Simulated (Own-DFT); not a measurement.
## Calculated data, GaN (wurtzite, atoms displaced)

Computed with Own-DFT development build. A calculation, not a measurement: plane-wave PBE density functional theory by an unreviewed code, no spin, of a simulated periodic cell, stress positive in tension, free energy of the whole cell less one offset for each atom, forces on such cells passed a denser k mesh, this cell's mesh not checked; offsets are fitted by least squares, one for each functional and potential file, so energies compare only between cells with the same atoms and settings and are not formation energies; the far tail of each file's local potential was reset to the Coulomb form; each entry is a single point on an unrelaxed cell, so the pressure reflects the starting lattice, mostly measured values (interpolated for alloys), from which strain is counted, and rises with the displacements; printed positions are rounded, which can move forces by about a meV/angstrom; the program, named Own-DFT, is a retired in-house code; no spin-orbit coupling.

Settings shared by all entries: functional PBE; potential files PseudoDojo norm-conserving, scalar-relativistic, standard set with the stringent files for Ga; wave cutoff 96 hartree; occupations Gaussian; smearing width 0.01 eV; k mesh 3 x 4 x 3 centred on Gamma.

(1) GaN (wurtzite, atoms displaced)

```
GaN
1.0
     12.7560     0.0000     0.0000
     -4.7835     8.2853     0.0000
      0.0000     0.0000    10.3700
Ga N Ga N Ga N Ga N Ga N Ga N Ga N Ga N Ga N Ga N Ga N Ga N Ga N Ga N Ga N Ga N Ga N Ga N Ga N Ga N Ga N Ga N Ga N Ga N
2 2 2 2 2 2 2 2 2 2 2 2 2 2 2 2 2 2 2 2 2 2 2 2 2 2 2 2 2 2 2 2 2 2 2 2 2 2 2 2 2 2 2 2 2 2 2 2
Direct
  0.08149 0.22319 0.00284
  0.16904 0.11080 0.25041
  0.08033 0.22142 0.18791
  0.16701 0.11056 0.43791
  0.08413 0.22166 0.50156
  0.16578 0.11181 0.75018
  0.08289 0.22423 0.68739
  0.16848 0.10936 0.94095
  0.08386 0.56005 0.00267
  0.17042 0.44662 0.25076
  0.08086 0.55251 0.18716
  0.16774 0.44516 0.43798
  0.08410 0.55112 0.50095
  0.16824 0.44865 0.75286
  0.08451 0.55484 0.69120
  0.16498 0.44056 0.94284
  0.08360 0.89002 0.99818
  0.16570 0.77622 0.24771
  0.08255 0.89181 0.18536
  0.16735 0.77932 0.43905
  0.08481 0.88956 0.50133
  0.16588 0.77657 0.74667
  0.08189 0.88795 0.68776
  0.16574 0.77988 0.93713
  0.33140 0.22533 0.00150
  0.41529 0.11489 0.25099
  0.33113 0.21904 0.18922
  0.41699 0.11286 0.43718
  0.33525 0.22203 0.50030
  0.41895 0.11438 0.74709
  0.33565 0.22382 0.69040
  0.41594 0.10642 0.93695
  0.33760 0.55735 0.99905
  0.41715 0.44528 0.25010
  0.33355 0.55568 0.18942
  0.41760 0.44563 0.43492
  0.33351 0.55763 0.49720
  0.41619 0.43992 0.75324
  0.33477 0.55718 0.68932
  0.41550 0.44503 0.93881
  0.33567 0.89408 0.00018
  0.41539 0.77798 0.24975
  0.33109 0.88781 0.18763
  0.41776 0.77706 0.43705
  0.33318 0.88960 0.50287
  0.41431 0.77525 0.74871
  0.33498 0.89276 0.69014
  0.41694 0.77864 0.93959
  0.58381 0.22517 0.00056
  0.66604 0.11116 0.25230
  0.58423 0.22335 0.18867
  0.66322 0.11180 0.43860
  0.58602 0.22496 0.49895
  0.66710 0.11390 0.75159
  0.58419 0.21918 0.68739
  0.66747 0.11238 0.93709
  0.58114 0.55605 0.00225
  0.66493 0.44247 0.25187
  0.58352 0.55565 0.18760
  0.66487 0.44799 0.43670
  0.58265 0.55054 0.50536
  0.66715 0.44288 0.75010
  0.58235 0.55362 0.68788
  0.66572 0.44562 0.93569
  0.58358 0.89123 0.99880
  0.66374 0.77548 0.25040
  0.58198 0.88903 0.19153
  0.66604 0.77977 0.43908
  0.57958 0.88770 0.50262
  0.66633 0.77704 0.74981
  0.58728 0.89334 0.68787
  0.66447 0.77645 0.93866
  0.83387 0.22244 0.00119
  0.91921 0.11272 0.25142
  0.83064 0.21675 0.18885
  0.91523 0.11022 0.43809
  0.83303 0.22411 0.49857
  0.91656 0.11041 0.75030
  0.83181 0.22451 0.68842
  0.91606 0.11158 0.93686
  0.83541 0.55321 0.99938
  0.91881 0.44409 0.24743
  0.82811 0.55234 0.18657
  0.91356 0.44102 0.43710
  0.83408 0.55309 0.50045
  0.91421 0.44083 0.75180
  0.83542 0.55381 0.69029
  0.91710 0.44820 0.93740
  0.83201 0.88891 0.99969
  0.91764 0.77698 0.24905
  0.83076 0.88755 0.18590
  0.91747 0.77926 0.43911
  0.83465 0.88942 0.50000
  0.91793 0.78064 0.74896
  0.83378 0.88476 0.69000
  0.91514 0.77948 0.94043
```

Results for GaN (wurtzite, atoms displaced): free energy of cell above offsets -10.382 eV; pressure 5.4 GPa; stress xx -5.09 GPa; stress yy -4.96 GPa; stress zz -6.16 GPa; stress yz 0.12 GPa; stress xz 0.33 GPa; stress xy 0.17 GPa.

Force:
```
element  x (eV/Å)  y (eV/Å)  z (eV/Å)
     Ga     0.356    -0.544    -0.389
     Ga    -0.986    -0.111    -0.033
      N     0.954     0.381      0.49
      N     0.098     0.207     0.252
     Ga     -0.21    -0.074    -0.421
     Ga     0.189    -0.021     0.207
      N     0.265     0.028     0.383
      N    -0.875     0.567    -0.558
     Ga     0.332     -0.27    -0.798
     Ga    -0.595      -0.5    -0.343
      N     0.568     0.428     0.453
      N     0.013    -0.293    -0.004
     Ga    -0.688     0.514     0.011
     Ga     0.231    -0.528      0.19
      N    -0.398    -0.095    -0.493
      N      0.11     0.939    -0.381
     Ga    -0.287    -0.264     0.061
     Ga    -0.313     0.274     0.283
      N     0.463    -0.462      0.45
      N     0.117    -0.558    -0.107
     Ga    -0.302    -0.139    -0.356
     Ga    -0.017     0.296     0.578
      N     0.382     0.411     0.137
      N     0.494    -0.168     -0.04
     Ga     0.869    -0.633    -0.208
     Ga      0.79     -0.65    -0.267
      N     0.072     0.874    -0.272
      N     0.252    -0.203     0.401
     Ga    -0.461     0.344    -0.053
     Ga     0.117    -0.288     0.678
      N    -0.511    -0.359     -0.43
      N    -0.319     1.452     0.025
     Ga    -1.143     0.066     0.316
     Ga     0.132    -0.082    -0.147
      N     0.197     0.054    -0.316
      N    -0.133    -0.234     0.783
     Ga     0.491    -0.296     0.478
     Ga    -0.216     0.799    -0.492
      N     0.079    -0.513    -0.273
      N     0.423    -0.248     0.117
     Ga    -0.263    -0.932    -0.078
     Ga     0.081     0.254    -0.119
      N     0.165      0.32     0.229
      N    -0.821     0.188     0.275
     Ga      0.23     0.024    -0.548
     Ga     0.584     0.747     0.372
      N    -0.099    -0.448    -0.281
      N    -0.113    -0.061    -0.297
     Ga    -0.002    -0.249     -0.17
     Ga    -0.053    -0.194    -0.229
      N    -0.423    -0.273      0.02
      N     0.699    -0.133     0.117
     Ga    -0.508    -0.017      0.06
     Ga     0.289    -0.415    -0.191
      N    -0.433      0.65    -0.173
      N    -0.103     0.194     0.442
     Ga      0.66     0.045    -0.391
     Ga    -0.063     0.287     -0.43
      N    -0.259    -0.332     0.165
      N     0.882    -0.415     0.513
     Ga    -0.661     1.081    -0.982
     Ga     0.009     0.139    -0.133
      N     0.073    -0.079     0.702
      N     0.062     0.016     0.483
     Ga     0.082    -0.049     0.427
     Ga      0.32     0.431     0.242
      N    -0.066    -0.003    -0.629
      N     0.135    -0.412     0.293
     Ga     0.849       0.3    -0.409
     Ga    -0.022     0.006     0.032
      N    -0.571    -0.543     0.432
      N    -0.012     0.119    -0.132
     Ga    -0.139      0.05    -0.122
     Ga    -0.614    -0.799    -0.194
      N     0.181     0.656     0.021
      N     0.283     0.381      0.35
     Ga    -0.137    -0.734     0.241
     Ga    -0.334     0.028    -0.265
      N     0.626    -0.481    -0.182
      N     0.062     0.007     0.177
     Ga    -1.195     0.614     0.005
     Ga    -1.067    -0.459     0.177
      N     0.992     0.192     0.342
      N     0.673     0.584    -0.133
     Ga    -0.442       0.5     0.009
     Ga     0.469     0.464     -0.17
      N    -0.511     0.294     -0.37
      N     0.656    -0.686     0.365
     Ga    -0.078    -0.062     0.052
     Ga    -0.648         0    -0.102
      N     0.281     0.137     0.612
      N     0.269    -0.374    -0.136
     Ga    -0.515    -0.272     -0.04
     Ga     0.118     -0.78     0.623
      N    -0.553     0.645    -0.317
      N     0.438    -0.254    -0.468
```

(2) GaN (wurtzite, atoms displaced)

```
GaN
1.0
     12.7560     0.0000     0.0000
     -4.7835     8.2853     0.0000
      0.0000     0.0000    10.3700
Ga N Ga N Ga N Ga N Ga N Ga N Ga N Ga N Ga N Ga N Ga N Ga N Ga N Ga N Ga N Ga N Ga N Ga N Ga N Ga N Ga N Ga N Ga N Ga N
2 2 2 2 2 2 2 2 2 2 2 2 2 2 2 2 2 2 2 2 2 2 2 2 2 2 2 2 2 2 2 2 2 2 2 2 2 2 2 2 2 2 2 2 2 2 2 2
Direct
  0.08233 0.22690 0.99549
  0.16678 0.11094 0.24894
  0.08268 0.22440 0.18709
  0.16759 0.11079 0.43937
  0.08183 0.22003 0.49628
  0.16940 0.11441 0.74981
  0.08431 0.22468 0.68718
  0.16878 0.11209 0.93777
  0.08124 0.55682 0.99862
  0.16689 0.44560 0.24968
  0.08723 0.55910 0.18926
  0.16710 0.44213 0.43846
  0.08048 0.55405 0.49848
  0.16656 0.44183 0.75245
  0.08333 0.55451 0.68735
  0.16788 0.44624 0.93940
  0.08299 0.88871 0.99830
  0.16862 0.77939 0.25071
  0.08275 0.88669 0.18617
  0.16455 0.77665 0.43764
  0.08195 0.88530 0.50080
  0.16907 0.77910 0.74823
  0.08413 0.89149 0.68727
  0.16664 0.77662 0.93305
  0.33151 0.22103 0.99822
  0.41662 0.11336 0.24747
  0.33612 0.22301 0.18801
  0.41675 0.11275 0.43936
  0.33218 0.22553 0.50034
  0.41671 0.11640 0.75311
  0.33243 0.22025 0.68882
  0.41804 0.11220 0.93621
  0.33004 0.55270 0.00364
  0.41719 0.44370 0.24468
  0.33363 0.55172 0.18974
  0.41697 0.44811 0.44061
  0.33460 0.55481 0.50153
  0.41754 0.44762 0.75017
  0.33518 0.55522 0.68713
  0.41489 0.44188 0.93912
  0.33214 0.88820 0.99467
  0.41601 0.77709 0.24893
  0.33177 0.88661 0.18994
  0.41504 0.77385 0.43885
  0.33448 0.89152 0.49887
  0.41697 0.77313 0.74736
  0.33296 0.89087 0.68983
  0.41907 0.78445 0.94089
  0.58178 0.22225 0.00207
  0.66536 0.10865 0.24806
  0.58262 0.21984 0.19070
  0.66777 0.11254 0.44010
  0.58274 0.22133 0.49760
  0.66409 0.10941 0.74893
  0.58327 0.22355 0.68953
  0.66648 0.10966 0.93921
  0.58276 0.55578 0.00130
  0.66791 0.44583 0.24969
  0.58355 0.55868 0.18927
  0.66457 0.44010 0.43914
  0.58543 0.55872 0.50253
  0.66839 0.44241 0.74979
  0.58781 0.55531 0.68654
  0.66853 0.44476 0.93768
  0.58213 0.88512 0.99806
  0.66721 0.77989 0.25209
  0.58448 0.88961 0.18739
  0.66362 0.77593 0.44082
  0.58241 0.88933 0.50307
  0.66697 0.77852 0.75361
  0.58512 0.88936 0.68899
  0.66728 0.77784 0.93614
  0.83771 0.22684 0.99917
  0.91610 0.10988 0.25074
  0.83370 0.22008 0.18797
  0.91694 0.11175 0.43406
  0.83205 0.22000 0.50079
  0.91716 0.11039 0.75369
  0.83391 0.22385 0.68965
  0.91865 0.11110 0.93765
  0.83137 0.55372 0.00139
  0.91317 0.43967 0.24946
  0.83294 0.55445 0.19050
  0.91479 0.44179 0.43506
  0.83004 0.55246 0.49642
  0.91725 0.44556 0.75109
  0.83283 0.55497 0.68966
  0.91859 0.44816 0.93360
  0.83678 0.89034 0.99646
  0.91528 0.77654 0.24820
  0.83415 0.88838 0.18926
  0.91876 0.77833 0.43833
  0.82887 0.88682 0.49871
  0.91489 0.78115 0.74683
  0.83278 0.88861 0.68670
  0.91910 0.78013 0.93665
```

Results for GaN (wurtzite, atoms displaced): free energy of cell above offsets -10.386 eV; pressure 5.41 GPa; stress xx -5.4 GPa; stress yy -5.14 GPa; stress zz -5.69 GPa; stress yz -0.03 GPa; stress xz -0.41 GPa; stress xy -0.19 GPa.

Force:
```
element  x (eV/Å)  y (eV/Å)  z (eV/Å)
     Ga      0.97    -0.572     0.873
     Ga    -0.148     0.001      0.02
      N     0.281    -0.272    -0.216
      N    -0.245    -0.235    -0.403
     Ga     0.172     0.171     0.399
     Ga     -0.46    -0.449    -0.186
      N    -0.031    -0.469     0.126
      N    -0.724    -0.027     0.045
     Ga      0.51     0.304     0.375
     Ga     0.065    -0.215     0.306
      N    -0.813    -0.506    -0.422
      N     -0.29     0.345    -0.005
     Ga     0.509     -0.11     0.048
     Ga    -0.205     0.536    -0.686
      N      0.15     0.072     0.104
      N     -0.44     0.144    -0.212
     Ga     0.377     0.121    -0.042
     Ga    -0.461    -0.139    -0.008
      N    -0.033     0.257     0.128
      N      0.46     0.048     0.195
     Ga     0.109     0.553    -0.046
     Ga      -0.6    -0.256    -0.448
      N    -0.063    -0.199     0.322
      N    -0.185     0.158     0.714
     Ga     0.447     -0.04     0.257
     Ga     0.248    -0.659     0.656
      N    -0.635    -0.139    -0.331
      N     -0.18     0.018    -0.387
     Ga     0.483    -0.103    -0.057
     Ga      0.53    -0.557    -0.837
      N     0.006     0.888    -0.057
      N     -0.38      0.03     0.804
     Ga      0.54     0.737    -0.378
     Ga     0.069     0.046     1.224
      N    -0.352     0.506    -0.169
      N     0.652    -0.357    -0.646
     Ga      -0.6    -0.106    -0.465
     Ga     0.685    -0.461    -0.126
      N    -0.406    -0.186     0.478
      N     0.041     0.589    -0.043
     Ga    -0.131     0.217     0.748
     Ga     0.194    -0.046     0.172
      N     0.307      0.54    -0.683
      N    -0.002     0.665    -0.032
     Ga    -0.221    -0.342      0.22
     Ga    -0.579     0.885     0.513
      N     0.777     0.056    -0.267
      N     0.019    -1.446    -0.648
     Ga      0.58     -0.13    -0.272
     Ga     0.221      0.17     0.342
      N    -0.005     0.518    -0.298
      N    -0.144    -0.513    -0.421
     Ga    -0.153    -0.169     0.597
     Ga     0.253     0.471      0.41
      N    -0.032    -0.366    -0.374
      N     0.177     0.341     0.025
     Ga     0.214    -0.084    -0.303
     Ga    -0.464    -0.332     0.209
      N     0.462    -0.183    -0.122
      N    -0.245     0.663    -0.421
     Ga    -0.219     -0.82    -0.432
     Ga     -0.14     0.187     0.006
      N    -0.752     0.162     0.831
      N    -0.564    -0.101     0.401
     Ga     0.231     0.752      0.33
     Ga    -0.013    -0.016    -0.161
      N    -0.155    -0.377     0.082
      N     0.142     0.394    -0.409
     Ga    -0.179     -0.02    -0.494
     Ga     0.242    -0.309    -0.923
      N    -0.233      -0.3     0.113
      N     0.214    -0.085     0.738
     Ga    -0.689    -0.562    -0.108
     Ga     0.284     0.118    -0.547
      N    -0.279     0.075    -0.294
      N    -0.292    -0.431     0.867
     Ga     0.309     0.322     0.095
     Ga    -0.129     0.251    -1.144
      N     0.055    -0.411    -0.004
      N    -0.445     0.125     0.221
     Ga     0.315     0.494    -0.288
     Ga     0.777      0.51    -0.075
      N      0.03    -0.049    -0.499
      N    -0.105    -0.014     0.447
     Ga     0.482     0.296     0.602
     Ga    -0.012     0.134    -0.944
      N     0.223     0.293    -0.531
      N    -0.239    -0.332     1.172
     Ga    -0.401    -0.303     0.714
     Ga     0.483     0.275     0.392
      N    -0.327    -0.038    -0.472
      N    -0.903    -0.314    -0.167
     Ga     0.823     0.334    -0.069
     Ga     0.924    -0.507     0.081
      N    -0.421     0.415     0.145
      N    -0.315    -0.523     0.022
```
